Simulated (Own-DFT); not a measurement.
GaP (zincblende, strained, atoms displaced) (calculated)

All values are calculated (Own-DFT development build). A calculation, not a measurement: plane-wave PBE density functional theory by an unreviewed code, no spin, of a simulated periodic cell, stress positive in tension, free energy of the whole cell less one offset for each atom, forces on such cells passed a denser k mesh, this cell's mesh not checked; offsets are fitted by least squares, one for each functional and potential file, so energies compare only between cells with the same atoms and settings and are not formation energies; the far tail of each file's local potential was reset to the Coulomb form; each entry is a single point on an unrelaxed cell, so the pressure reflects the starting lattice, mostly measured values (interpolated for alloys), from which strain is counted, and rises with the displacements; printed positions are rounded, which can move forces by about a meV/angstrom; the program, named Own-DFT, is a retired in-house code; no spin-orbit coupling; before rounding, a Quantum ESPRESSO 7.3.1 run of the same cell and cutoff gave forces within 1 meV/angstrom rms on each cell, which checks the program and not the settings.

Settings shared by all entries: functional PBE; potential files PseudoDojo norm-conserving, scalar-relativistic, standard set; wave cutoff 42 hartree; occupations Fermi-Dirac; smearing width 0.1 eV; k mesh 3 x 3 x 3 centred on Gamma.

(1) GaP (zincblende, strained, atoms displaced)

```
cell vectors (Å)
  10.8620     0.0000     0.0000
   0.0000    10.8620     0.0000
   0.0000     0.0000    10.9361
atoms (fractions of the cell vectors)
Ga  0.01247  0.99924  0.99028
Ga  0.99536  0.25122  0.24193
Ga  0.25722  0.99971  0.24822
Ga  0.24277  0.24730  0.00426
P   0.12086  0.12675  0.12154
P   0.12506  0.38018  0.37530
P   0.37710  0.12862  0.37694
P   0.37543  0.38208  0.13925
Ga  0.99704  0.00795  0.50855
Ga  0.99597  0.24212  0.75866
Ga  0.24251  0.00991  0.74500
Ga  0.25185  0.24092  0.49220
P   0.13249  0.12477  0.63178
P   0.12263  0.38471  0.87688
P   0.37163  0.11283  0.86503
P   0.39009  0.36318  0.62919
Ga  0.00574  0.49726  0.00316
Ga  0.01325  0.75287  0.24365
Ga  0.24316  0.50474  0.25544
Ga  0.26021  0.74430  0.00450
P   0.12582  0.62660  0.12851
P   0.12605  0.88069  0.38635
P   0.36796  0.61790  0.36064
P   0.38554  0.87934  0.12924
Ga  0.98769  0.50420  0.50340
Ga  0.00376  0.74774  0.74591
Ga  0.25307  0.49867  0.74971
Ga  0.24645  0.73575  0.50641
P   0.12544  0.62787  0.61777
P   0.11938  0.87996  0.86406
P   0.38596  0.63928  0.87811
P   0.36690  0.88178  0.61496
Ga  0.49820  0.00960  0.99607
Ga  0.51716  0.24564  0.24316
Ga  0.73931  0.00068  0.25361
Ga  0.75975  0.23615  0.99940
P   0.62979  0.11541  0.12293
P   0.62715  0.36499  0.35446
P   0.89138  0.12687  0.36786
P   0.87358  0.35459  0.11876
Ga  0.49026  0.00735  0.49616
Ga  0.50688  0.26224  0.75218
Ga  0.75367  0.99255  0.74478
Ga  0.76514  0.23463  0.51045
P   0.62913  0.11669  0.63673
P   0.62473  0.37314  0.87890
P   0.86515  0.11862  0.88353
P   0.87304  0.37479  0.63180
Ga  0.49460  0.50460  0.00211
Ga  0.48799  0.76050  0.24683
Ga  0.74638  0.50242  0.25325
Ga  0.74429  0.74440  0.99954
P   0.63590  0.61069  0.12669
P   0.62296  0.86638  0.37336
P   0.87327  0.61668  0.36886
P   0.87622  0.86630  0.13626
Ga  0.50311  0.49599  0.51098
Ga  0.51677  0.74660  0.74938
Ga  0.73115  0.50268  0.73368
Ga  0.76227  0.75748  0.49915
P   0.62604  0.62809  0.60928
P   0.61919  0.87465  0.88104
P   0.87129  0.61429  0.86933
P   0.87292  0.87521  0.62682
```

| Property | Result |
| --- | --- |
| free energy of cell above offsets | -28.646 eV |
| pressure | 4.58 GPa |
| stress xx | -4.65 GPa |
| stress yy | -4.73 GPa |
| stress zz | -4.36 GPa |
| stress yz | 0.23 GPa |
| stress xz | -0.95 GPa |
| stress xy | 0.34 GPa |

Force:
```tsv
element	x (eV/Å)	y (eV/Å)	z (eV/Å)
Ga	-1.67	-0.214	1.42
Ga	1.603	0.256	0.745
Ga	-0.951	0.225	0.525
Ga	1.323	0.888	-0.58
P	0.559	-0.868	0.677
P	-0.825	-0.809	0.484
P	0.508	0.147	-1.949
P	-0.173	-1.117	-1.398
Ga	0.535	-0.451	-0.409
Ga	0.116	0.742	0.05
Ga	1.232	-2.612	0.549
Ga	-0.548	1.435	0.815
P	-2.049	1.844	-1.48
P	0.732	-1.463	-0.519
P	0.467	2.314	0.993
P	-2.55	1.331	-1.268
Ga	-1.373	0.288	0.276
Ga	-0.759	0.472	1.727
Ga	-0.426	-1.117	-0.9
Ga	-0.918	1.31	0.013
P	0.453	-0.472	-1.081
P	0.244	-0.592	-0.665
P	1.597	1.373	2.525
P	-1.659	0.98	-1.91
Ga	0.753	-0.786	-0.104
Ga	-0.756	-0.451	0.48
Ga	0.476	0.366	-0.056
Ga	1.584	1.865	-2.08
P	-0.981	-1.781	1.615
P	1.484	-1.136	0.461
P	-0.543	-1.474	-1.041
P	0.536	-1.094	1.143
Ga	-0.129	-0.767	-0.002
Ga	-2.265	-0.47	-0.617
Ga	1.697	-0.965	0.553
Ga	-2.23	1.271	0.363
P	-0.356	0.739	-0.766
P	1.192	0.982	3.752
P	-1.807	-0.877	0.904
P	0.041	2.974	0.287
Ga	1.462	-1.043	0.691
Ga	0.602	-2.48	1.116
Ga	-0.723	-0.046	1.716
Ga	-0.755	0.547	-1.032
P	-0.812	0.797	-1.325
P	0.46	0.555	0.586
P	1.901	-1.493	-2.057
P	0.105	-0.265	-0.069
Ga	0.418	-0.728	0.417
Ga	1.928	-2.561	1.072
Ga	0.895	-1.69	-0.292
Ga	0.976	0.026	0.215
P	-1.969	1.968	-0.804
P	-0.291	0.997	0.727
P	0.774	1.524	0.352
P	-0.466	1.09	-1.551
Ga	-0.535	-0.609	-2.567
Ga	-1.238	1.074	-0.788
Ga	1.196	-0.813	1.559
Ga	-0.643	-0.83	-1.218
P	0.181	0.972	0.323
P	1.115	0.178	-0.383
P	0.016	0.673	-0.072
P	1.237	-0.129	-0.15
```

(2) GaP (zincblende, strained, atoms displaced)

```
cell vectors (Å)
  10.8620     0.0000     0.0000
   0.0000    10.8620     0.0000
   0.0000     0.0000    10.9361
atoms (fractions of the cell vectors)
Ga  0.98784  0.99300  0.99506
Ga  0.00472  0.25084  0.24806
Ga  0.25284  0.99401  0.24569
Ga  0.25359  0.24425  0.99894
P   0.11129  0.12498  0.12482
P   0.12748  0.38428  0.36978
P   0.37553  0.12773  0.38501
P   0.38376  0.36354  0.12601
Ga  0.00672  0.99320  0.49296
Ga  0.99445  0.24409  0.74835
Ga  0.25954  0.00811  0.75332
Ga  0.25676  0.24250  0.49243
P   0.14408  0.12419  0.61497
P   0.12558  0.38022  0.88005
P   0.38068  0.12876  0.87701
P   0.37681  0.37416  0.61980
Ga  0.01526  0.50189  0.99599
Ga  0.00118  0.75321  0.24702
Ga  0.24698  0.49730  0.25360
Ga  0.25286  0.75519  0.99509
P   0.13589  0.62512  0.12717
P   0.12945  0.87222  0.36857
P   0.36841  0.63165  0.38087
P   0.38040  0.86817  0.11995
Ga  0.00173  0.49731  0.49979
Ga  0.00015  0.75598  0.74266
Ga  0.24626  0.49561  0.75105
Ga  0.23440  0.74204  0.51296
P   0.10890  0.62962  0.62703
P   0.13173  0.88378  0.87165
P   0.37079  0.62000  0.86913
P   0.36535  0.86333  0.61562
Ga  0.50168  0.99223  0.99081
Ga  0.49876  0.23687  0.24903
Ga  0.75398  0.99340  0.24081
Ga  0.74698  0.24966  0.99490
P   0.61448  0.12717  0.13503
P   0.62649  0.38362  0.37332
P   0.88054  0.12737  0.38489
P   0.87792  0.37312  0.12408
Ga  0.49974  0.99195  0.50102
Ga  0.49388  0.25277  0.74041
Ga  0.74943  0.00047  0.74190
Ga  0.74633  0.23675  0.49240
P   0.61584  0.13332  0.62858
P   0.62398  0.37269  0.87863
P   0.88643  0.11591  0.87685
P   0.88250  0.37640  0.62519
Ga  0.50279  0.48356  0.99945
Ga  0.48825  0.74583  0.24244
Ga  0.75572  0.48939  0.25660
Ga  0.75240  0.76352  0.00336
P   0.61332  0.63299  0.13040
P   0.62790  0.86922  0.37197
P   0.87422  0.62459  0.36770
P   0.87259  0.86856  0.12936
Ga  0.50236  0.49574  0.49976
Ga  0.48363  0.75102  0.75435
Ga  0.75732  0.50164  0.73033
Ga  0.74850  0.76556  0.49968
P   0.62789  0.61815  0.63266
P   0.61310  0.88236  0.87778
P   0.88774  0.62172  0.86533
P   0.88837  0.87790  0.64506
```

| Quantity | Value |
| --- | --- |
| free energy of cell above offsets | -29.317 eV |
| pressure | 4.51 GPa |
| stress xx | -4.75 GPa |
| stress yy | -4.69 GPa |
| stress zz | -4.09 GPa |
| stress yz | 0.14 GPa |
| stress xz | 1.25 GPa |
| stress xy | 1.75 GPa |

Force:
```tsv
element	x (eV/Å)	y (eV/Å)	z (eV/Å)
Ga	1.712	-0.828	1.304
Ga	-0.682	0.542	0.801
Ga	0.056	0.938	-0.213
Ga	-0.788	0.438	0.523
P	1.549	-1.044	-0.603
P	-0.414	-1.843	1.145
P	1.026	-1.97	-2.04
P	-1.376	0.569	0.367
Ga	0.154	0.406	0.97
Ga	1.582	0.279	-0.165
Ga	0.002	-0.513	-0.701
Ga	-1.015	2.452	0.481
P	-2.07	-0.343	1.108
P	0.639	-2.145	-1.109
P	0.138	-0.228	-0.306
P	-1.06	0.371	-0.1
Ga	-1.42	0.838	1.203
Ga	0.504	-1.185	0.267
Ga	1.827	0.61	-0.781
Ga	-0.3	-0.772	-0.147
P	-0.688	0.618	-0.548
P	-0.17	-0.36	0.509
P	0.156	-0.842	0.062
P	-0.76	1.474	-0.234
Ga	-0.41	0.607	-0.676
Ga	1.37	-1.104	2.886
Ga	-0.108	0.389	-0.77
Ga	0.32	0.137	-1.725
P	1.078	-1.717	0.119
P	-0.597	-0.55	0.143
P	0.089	-0.442	1.191
P	0.813	1.399	1.219
Ga	-1.26	2.166	2.356
Ga	-0.592	1.805	1.864
Ga	-0.741	1.362	1.432
Ga	0.493	-0.603	0.816
P	2.253	-1.932	-2.323
P	-0.516	-2.156	0.258
P	0.212	-1.05	-1.709
P	-0.005	0.198	-0.58
Ga	0.136	0.086	-0.026
Ga	0.157	0.606	1.711
Ga	-0.584	0.606	1.093
Ga	-0.452	1.795	0.834
P	1.082	-1.65	-0.927
P	0.827	-0.071	-2.12
P	-2.566	1.34	-1.032
P	-0.61	-1.503	-0.908
Ga	-0.399	1.942	0.557
Ga	0.297	0.021	1.812
Ga	-0.166	1.324	-1.414
Ga	-1.136	-2.04	-1.176
P	1.8	-1.795	-1.284
P	-1.004	1.005	-0.691
P	0.269	0.532	1.129
P	1.021	0.739	-0.646
Ga	-0.127	1.182	0.02
Ga	1.236	-0.272	-0.594
Ga	0.302	-0.529	2.421
Ga	1.045	-1.763	1.137
P	-1.274	2.099	-1.317
P	2.491	-1.829	-2.221
P	-1.153	0.559	1.001
P	-2.194	1.644	-3.651
```

(3) GaP (zincblende, strained, atoms displaced)

```
cell vectors (Å)
  10.8620     0.0000     0.0000
   0.0000    10.8620     0.0000
   0.0000     0.0000    10.9361
atoms (fractions of the cell vectors)
Ga  0.99734  0.98634  0.00046
Ga  0.99557  0.25065  0.25041
Ga  0.24669  0.00469  0.25502
Ga  0.24623  0.24269  0.99834
P   0.12770  0.12872  0.14122
P   0.13350  0.37417  0.35722
P   0.38593  0.13494  0.37324
P   0.35906  0.36746  0.12670
Ga  0.01263  0.99165  0.48436
Ga  0.00614  0.25848  0.74705
Ga  0.24221  0.00621  0.75671
Ga  0.24552  0.25413  0.50673
P   0.11720  0.13214  0.61892
P   0.12731  0.38472  0.88535
P   0.36988  0.12770  0.86659
P   0.36610  0.38685  0.61247
Ga  0.98320  0.50836  0.00053
Ga  0.00174  0.75484  0.25854
Ga  0.25037  0.50621  0.24679
Ga  0.26073  0.74495  0.00524
P   0.12832  0.62194  0.11363
P   0.13821  0.87998  0.38458
P   0.37152  0.61433  0.36335
P   0.37255  0.87743  0.13017
Ga  0.00076  0.49797  0.51082
Ga  0.00904  0.74832  0.74600
Ga  0.25301  0.50247  0.74447
Ga  0.24837  0.75461  0.49307
P   0.12713  0.62975  0.61798
P   0.11688  0.87524  0.87919
P   0.36771  0.61792  0.88940
P   0.39110  0.87367  0.62397
Ga  0.50305  0.98623  0.00655
Ga  0.50586  0.24069  0.24850
Ga  0.74862  0.99078  0.24311
Ga  0.74939  0.26348  0.01034
P   0.63294  0.12410  0.13174
P   0.63209  0.37223  0.37670
P   0.87273  0.11104  0.36741
P   0.87804  0.37295  0.13113
Ga  0.50540  0.00220  0.49748
Ga  0.50521  0.25187  0.76085
Ga  0.74280  0.98825  0.74502
Ga  0.75226  0.24002  0.49397
P   0.61978  0.12707  0.62265
P   0.62946  0.37288  0.86941
P   0.87590  0.12060  0.87024
P   0.87715  0.38389  0.63179
Ga  0.50399  0.49724  0.00065
Ga  0.49344  0.74176  0.24611
Ga  0.74224  0.50348  0.25745
Ga  0.75359  0.73988  0.99333
P   0.61238  0.61039  0.12433
P   0.62870  0.88557  0.37913
P   0.87278  0.62740  0.37517
P   0.87700  0.88303  0.11735
Ga  0.50748  0.49930  0.49023
Ga  0.49739  0.74149  0.75572
Ga  0.74941  0.49463  0.74987
Ga  0.74471  0.76581  0.50084
P   0.62805  0.62848  0.61442
P   0.62688  0.87679  0.87761
P   0.87560  0.62992  0.86976
P   0.88677  0.88670  0.62269
```

| Quantity | Value |
| --- | --- |
| free energy of cell above offsets | -29.835 eV |
| pressure | 4.22 GPa |
| stress xx | -4.47 GPa |
| stress yy | -4.33 GPa |
| stress zz | -3.86 GPa |
| stress yz | 0.01 GPa |
| stress xz | 0.91 GPa |
| stress xy | -0.13 GPa |

Force:
```tsv
element	x (eV/Å)	y (eV/Å)	z (eV/Å)
Ga	0.676	3.028	-0.401
Ga	0.198	-0.445	0.694
Ga	1.356	0.421	0.291
Ga	-0.254	0.18	0.175
P	-0.859	-0.777	-2.119
P	-1.276	0.035	2.225
P	-1.576	-1.299	1.285
P	2.263	0.126	-0.244
Ga	-1.804	2.127	1.752
Ga	-0.405	-0.149	1.195
Ga	-0.082	-0.731	-1.368
Ga	0.262	-0.178	-1.488
P	0.454	-0.932	0.116
P	-0.519	-0.392	-0.966
P	0.873	-0.429	1.5
P	1.768	-0.543	1.115
Ga	1.124	-0.748	0.189
Ga	0.266	-0.222	-1.043
Ga	-0.832	-0.8	-1.397
Ga	-1.358	1.349	-0.037
P	-0.961	0.744	1.367
P	-0.241	-0.881	-2.555
P	0.741	1.525	1.716
P	-0.128	-0.24	0.182
Ga	0.349	0.106	-1.918
Ga	-0.644	0.596	-0.164
Ga	-0.632	0.185	0.726
Ga	2.176	-1.183	1.304
P	0.428	-0.15	0.475
P	1.986	-0.918	-0.425
P	1.352	-0.117	-1.995
P	-1.842	0.033	0.213
Ga	-0.166	1.755	-0.285
Ga	-0.198	1.687	-0.513
Ga	0.275	0.288	0.177
Ga	0.413	-1.676	-1.046
P	-0.666	-0.085	-1.436
P	-0.534	-0.637	-0.318
P	0.664	0.791	0.325
P	-0.741	1.466	-0.042
Ga	-0.875	0.62	0.054
Ga	-1.145	-0.166	-1.848
Ga	0.804	1.608	-0.096
Ga	0.53	0.356	0.807
P	0.653	0.053	0.684
P	-0.165	0.666	1.377
P	-0.25	0.614	0.435
P	-0.296	-1.674	-0.93
Ga	-1.617	-1.875	-0.555
Ga	0.533	0.812	0.483
Ga	0.946	-0.159	-0.57
Ga	-0.86	0.87	1.197
P	1.994	1.869	0.479
P	-0.835	-1.334	-1.474
P	0.03	0.295	0.67
P	-1.061	-2.672	1.53
Ga	-0.597	0.159	0.37
Ga	0.238	-0.103	0.101
Ga	-0.181	1.442	-0.415
Ga	1.52	-0.662	0.209
P	-0.294	-0.368	1.217
P	-0.266	-1.457	-0.123
P	-0.152	-0.597	-0.889
P	-0.558	-1.206	0.026
```

(4) GaP (zincblende, strained, atoms displaced)

```
cell vectors (Å)
  10.8620     0.0000     0.0000
   0.0000    10.8620     0.0000
   0.0000     0.0000    10.9361
atoms (fractions of the cell vectors)
Ga  0.99613  0.00174  0.98893
Ga  0.99646  0.25501  0.24819
Ga  0.25817  0.00863  0.24725
Ga  0.25577  0.26658  0.99760
P   0.12546  0.12772  0.11951
P   0.13625  0.36987  0.37559
P   0.35931  0.11753  0.37717
P   0.37435  0.37204  0.12258
Ga  0.99787  0.00447  0.48759
Ga  0.00170  0.24944  0.74962
Ga  0.26253  0.00404  0.74828
Ga  0.25594  0.24741  0.50357
P   0.12365  0.12633  0.61935
P   0.12922  0.37238  0.87540
P   0.36899  0.13761  0.87674
P   0.36839  0.38501  0.62105
Ga  0.99621  0.49467  0.99774
Ga  0.01378  0.73901  0.24601
Ga  0.24406  0.49506  0.26959
Ga  0.25239  0.74251  0.00820
P   0.13603  0.61289  0.14032
P   0.13739  0.88080  0.38227
P   0.36999  0.62555  0.37117
P   0.35836  0.87646  0.12786
Ga  0.00824  0.50304  0.49199
Ga  0.01438  0.73915  0.74856
Ga  0.24737  0.50272  0.74926
Ga  0.24918  0.74470  0.49309
P   0.12790  0.63538  0.64604
P   0.12626  0.87313  0.86550
P   0.36110  0.61647  0.86305
P   0.36972  0.87140  0.63571
Ga  0.50086  0.01662  0.99724
Ga  0.49194  0.23428  0.25109
Ga  0.75208  0.00284  0.24745
Ga  0.75463  0.25305  0.98703
P   0.61730  0.12738  0.11589
P   0.62991  0.38138  0.38663
P   0.87756  0.12176  0.37605
P   0.88031  0.36990  0.12886
Ga  0.49924  0.99171  0.50212
Ga  0.50314  0.24463  0.73917
Ga  0.75891  0.99853  0.76128
Ga  0.75748  0.24971  0.50460
P   0.62444  0.12810  0.62520
P   0.61997  0.37256  0.88124
P   0.87491  0.12991  0.86743
P   0.87936  0.38572  0.61277
Ga  0.49768  0.49872  0.99032
Ga  0.50111  0.75040  0.25708
Ga  0.75501  0.50520  0.25006
Ga  0.75064  0.74247  0.00931
P   0.63467  0.61781  0.12473
P   0.63288  0.88213  0.37843
P   0.87767  0.62018  0.37657
P   0.88746  0.87345  0.12658
Ga  0.51066  0.49032  0.49623
Ga  0.50584  0.75173  0.75315
Ga  0.76132  0.50100  0.74010
Ga  0.74488  0.75386  0.51364
P   0.63072  0.62781  0.62695
P   0.63102  0.86925  0.87887
P   0.87284  0.63010  0.88170
P   0.88006  0.87488  0.63787
```

| Quantity | Value |
| --- | --- |
| stress xx | — |
| stress yy | — |
| pressure | — |

Question: Give the missing stress xx for GaP (zincblende, strained, atoms displaced) (entry 4).
Answer: -4.6 GPa

Question: GaP (zincblende, strained, atoms displaced) (entry 4): stress yy?
Answer: -4.81 GPa

Question: Estimate the pressure of GaP (zincblende, strained, atoms displaced) (entry 4).
Answer: 4.49 GPa

Further results for GaP (zincblende, strained, atoms displaced) (entry 4):

| Property | Result |
| --- | --- |
| free energy of cell above offsets | -29.324 eV |
| stress zz | -4.05 GPa |
| stress yz | -1.18 GPa |
| stress xz | 0.34 GPa |
| stress xy | 0.84 GPa |

Force:
```tsv
element	x (eV/Å)	y (eV/Å)	z (eV/Å)
Ga	0.871	-0.307	0.453
Ga	1.33	-1.2	0.594
Ga	-2.374	-0.806	-0.774
Ga	-0.952	-1.44	0.54
P	-0.079	0.243	-0.045
P	-1.945	-1.102	1.149
P	2.635	0.731	1.081
P	0.799	1.224	1.578
Ga	0.767	-1.361	1.785
Ga	0.295	0.716	-0.904
Ga	-1.559	0.491	0.531
Ga	-0.567	0.35	0.333
P	0.147	-0.331	0.523
P	-1.018	0.725	-0.672
P	0.834	-0.574	-0.785
P	1.093	-0.817	0.147
Ga	0.646	0.465	0.427
Ga	-0.628	1.253	1.245
Ga	1.867	0.079	-1.958
Ga	-0.864	-0.033	-0.924
P	-0.732	-0.103	-2.204
P	-1.124	-0.271	-1.246
P	1.505	-0.551	0.957
P	2.769	-0.105	-0.554
Ga	0.756	0.231	0.684
Ga	-3.752	2.916	2.736
Ga	-0.971	-1.666	-0.578
Ga	0.041	0.409	1.57
P	2.022	-3.028	-5.015
P	0.58	0.406	1.242
P	2.56	1.868	2.174
P	1.253	-0.572	-1.513
Ga	-1.299	-2.272	-0.823
Ga	0.219	1.264	0.38
Ga	0.038	-0.09	-0.735
Ga	-0.287	0.051	1.398
P	2.175	0.554	1.388
P	0.996	-2.254	-2.632
P	-0.903	1.364	-0.932
P	-1.456	0.76	-0.918
Ga	-0.488	0.482	0.367
Ga	-1.058	1.382	1.128
Ga	-1.225	-0.403	-1.054
Ga	-0.43	-0.057	-0.246
P	0.955	-1.356	-0.469
P	0.827	0.179	-2.158
P	0.37	0.117	0.707
P	0.793	-1.206	0.999
Ga	-0.512	0.493	0.899
Ga	0.151	0.441	-0.915
Ga	0.11	-1.188	0.378
Ga	0.499	1.337	-0.048
P	-2.108	0.332	0.215
P	-0.475	-0.836	-0.229
P	-0.001	1.565	0.07
P	-0.716	-0.035	-0.059
Ga	-1.866	2.228	1.398
Ga	-0.572	-0.431	0.019
Ga	-0.8	0.136	1.424
Ga	1.409	0.501	-0.912
P	-1.265	-0.864	0.221
P	-0.51	0.822	0.715
P	0.839	-0.823	-0.943
P	0.384	-0.036	-1.21
```
